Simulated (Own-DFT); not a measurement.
# Shaking the atoms of rutile TiO2, 72 atoms (O48Ti24)

All numbers below are calculated, not measured. The program, named Own-DFT, is a retired in-house plane-wave density functional code that no person has reviewed. Each row is one single-point run on a periodic cell that was not relaxed, without spin or spin-orbit coupling.

Settings of every run: PBE; PseudoDojo norm-conserving scalar-relativistic files; cutoff 72 hartree; 3 x 3 x 3 k mesh centred on Gamma; Fermi-Dirac smearing of 0.1 eV.

Known limits, some of them of some rows only: some atoms lie very close together; oxygen file: force components 24 meV/angstrom off all-electron in a glass; forces on such cells passed a denser k mesh, each cell not checked; stress not checked against mesh or cutoff.

Cell vectors in Å: (9.187, 0.000, 0.000); (0.000, 9.187, 0.000); (0.000, 0.000, 8.876). In each run every atom was moved at random and independently from its ideal site; u is the rms move along one axis. E is the free energy for each atom above the fitted value at u = 0, and F the rms of the force components.

```
run   u (Å)  E (meV/atom)  F (eV/Å)  largest force (eV/Å)  P (GPa)
  1  0.0193           8.3     0.346                  1.49     4.74
  2  0.0194           8.5     0.342                  1.17     4.95
  3  0.0469          52.1     0.989                  4.59     7.27
  4  0.0501          51.4     0.927                  3.05     6.97
  5  0.0513          54.3     0.943                  3.75     6.25
  6  0.0813             ?         ?                     ?        ?
  7  0.0877         179.1     2.079                 10.55    11.25
  8  0.1327         377.8     2.878                 11.59    17.06
  9  0.1599         574.7     4.328                 25.78    26.01
```

## Worked fit

For small independent moves the energy grows as E = (3/2) K u², with K the mean stiffness felt by one atom. The runs with u up to 0.11 Å give K = 14.7 ± 0.6 eV/Å², with residuals divided by u² + 0.0006 Å², since the noise grows with the moves. The scatter is 3.8 meV/atom at u = 0.05 Å. The forces follow F = G u with G = 19.7 eV/Å²; no force at u = 0 is resolved. G exceeds K because the moves of its neighbours add to the force on an atom, and stiffness differs between atoms. At u = 0.160 Å the parabola gives 566 meV/atom and the run 575. The pressure follows P = 4.63 + 866 u² GPa: at fixed volume, shortened bonds push harder than stretched ones pull.

## Withheld run

Question: what energy and rms force should run 6 give?

The fit gives 146 ± 11 meV/atom and about 1.60 eV/Å. The calculation gave 141.1 meV/atom and 1.684 eV/Å.
